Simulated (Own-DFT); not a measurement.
# Device materials side by side: how hard are they to compress?

No measurement is shown. These are fixed-geometry runs of a retired plane-wave code named Own-DFT, which no person has reviewed; spin and spin-orbit coupling are neglected.

Keep in mind (not all hold for every row): forces on such cells moved up to 12 meV/angstrom on a denser k mesh; forces not confirmed at this smearing and k mesh; k mesh not checked against a denser one; forces on such cells passed a denser k mesh, each cell not checked; stress not checked against mesh or cutoff.

All runs are PBE with PseudoDojo norm-conserving files; cutoff and k mesh are each material's own. Every cell starts from measured lattice constants and was given uniform random strains and small random moves of its atoms. Each triple is the change of volume in per cent, the rms move u in Å and the pressure in GPa.

- 2H SiC (C36Si36), 10.36 Å³/atom unstrained: (-2.71, 0.048, 11.91); (-1.46, 0.051, 9.78); (-0.94, 0.048, 7.20); (-0.53, 0.048, 6.79); (0.66, 0.050, 4.82); (1.92, 0.048, 1.33); (3.55, 0.049, -2.03)
- wurtzite AlN (Al64N64), 10.45 Å³/atom unstrained: (-2.60, 0.053, 12.24); (-1.88, 0.052, 10.19); (-1.05, 0.050, 7.78); (-0.80, 0.048, 7.43); (-0.27, 0.044, 5.65); (2.03, 0.050, 1.92); (2.23, 0.051, 1.35)
- wurtzite GaN (Ga48N48), 11.42 Å³/atom unstrained: withheld
- diamond silicon (Si64), 20.02 Å³/atom unstrained: (-3.76, 0.049, 6.71); (-1.11, 0.051, 3.75); (-1.07, 0.051, 3.72); (-0.97, 0.044, 3.77); (-0.72, 0.045, 3.36); (-0.03, 0.050, 2.60); (2.29, 0.052, 0.50)
- zincblende GaAs (As32Ga32), 22.58 Å³/atom unstrained: (-3.44, 0.045, 7.15); (-1.86, 0.051, 5.52); (-0.10, 0.048, 4.25); (0.19, 0.052, 3.78); (1.61, 0.046, 2.78); (1.73, 0.048, 2.99); (3.12, 0.048, 1.80)
- grey tin (Sn64), 34.15 Å³/atom unstrained: (-2.27, 0.049, 4.95); (-1.70, 0.053, 4.71); (-1.16, 0.052, 4.42); (0.42, 0.050, 3.58); (0.63, 0.047, 3.37); (1.35, 0.053, 3.09); (1.58, 0.048, 2.96)

## Fit

Fit a line to each set against the fractional change of volume; B is minus its slope, and u is nearly the same within a set. To take it to zero pressure, assume that B rises by 4 GPa for each GPa: B0 = B - 4 x (mean pressure). The bond length of an ideal tetrahedral crystal with the unstrained volume v is d = (√3/4)(8 v)^(1/3). Cohen's empirical rule reads B0 = (1971 - 220 L) d^(-3.5) GPa, with L = 0 for group IV crystals and SiC and 1 for III-V compounds.

```
material,L,d (Å),B (GPa),mean P (GPa),B0 (GPa),rule (GPa)
2H SiC (C36Si36),0,1.888,224 ± 10,5.7,201 ± 10,213
wurtzite AlN (Al64N64),1,1.893,216 ± 13,6.7,189 ± 13,188
wurtzite GaN (Ga48N48),1,1.950,?,?,?,169
diamond silicon (Si64),0,2.352,103 ± 3,3.5,89 ± 3,99
zincblende GaAs (As32Ga32),1,2.448,80 ± 4,4.0,64 ± 4,76
grey tin (Sn64),0,2.810,53 ± 1,3.9,37 ± 1,53
```

A line through ln[B0/(1971 - 220 L)] against ln d has a slope of -4.2 ± 0.2 and a scatter of 6 %. Against the rule, B0 stands at 94 % for 2H SiC, 101 % for wurtzite AlN, 90 % for diamond silicon, 84 % for zincblende GaAs, 71 % for grey tin. PBE tends to make silicon and heavier crystals too soft, and the rule itself is only a guide.

## The run left out

Question: what B0 does the fitted trend give for wurtzite GaN (Ga48N48)?

The line gives 164 GPa. Its own runs give B = 205 ± 7 GPa at a mean pressure of 8.1 GPa, so B0 = 173 GPa.
